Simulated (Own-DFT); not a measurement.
# Stretching a layer in its plane: diamond-structure GeSn with randomly placed atoms, 64 atoms (Ge56Sn8)

No measurement is shown. These are fixed-geometry runs of a retired plane-wave code named Own-DFT, which no person has reviewed; spin and spin-orbit coupling are neglected.

Settings: PBE; PseudoDojo norm-conserving scalar-relativistic files; cutoff 49 hartree; 3 x 3 x 3 k mesh centred on Gamma; Fermi-Dirac smearing of 0.1 eV.

Keep in mind: forces on such cells moved up to 12 meV/angstrom on a denser k mesh; stress not checked against mesh or cutoff.

Unstrained cell vectors in Å: (11.524, 0.000, 0.000); (0.000, 11.524, 0.000); (0.000, 0.000, 11.524). The unstrained cell has measured lattice constants (interpolated for alloys), not those of this functional. That, the random moves and any unrelaxed bonds set the pressure at no strain. Each run strains x and y alike by e, as a substrate would, and holds the height along z. Random moves of width 0.05 Å per axis were added to every atom. The random placing of the alloy's atoms differs from row to row. Stress is positive in tension.

```
e (%)  u (Å)  (s_xx + s_yy)/2 (GPa)  s_zz (GPa)
-2.50  0.049                  -9.98       -8.48
-2.25  0.049                      ?           ?
-2.00  0.049                  -9.27       -8.01
-1.50  0.056                  -7.84       -7.18
-0.75  0.047                  -6.44       -5.92
 1.50  0.049                  -2.93       -3.68
 2.00  0.050                  -2.05       -3.02
 2.25  0.055                  -1.88       -3.11
 2.50  0.048                  -1.15       -2.49
 2.75  0.051                  -1.18       -2.59
```

## Working it out

With e as a fraction, the in-plane stress is -5.2 + 173 e - 876 e² GPa (errors 3 and 320, scatter 0.19), and s_zz is -5.2 + 118 e - 770 e² GPa (slope ± 3, scatter 0.18). At e = 0 the first slope is C11 + C12 and the second 2 C12, both with the ions held to the strained lattice and at the cell's own pressure. A free layer would change its height as e changes, and the in-plane slope would drop by 2 C12²/C11 to the biaxial modulus. At fixed height, a misfit of 1 % moves the in-plane stress by about 1.7 GPa and s_zz by 1.2 GPa.

## The run left out

Asked: what are the two stresses at e = -2.25 %?

From the fit: -9.5 and -8.2 GPa. The run itself gave -9.57 and -8.04 GPa.
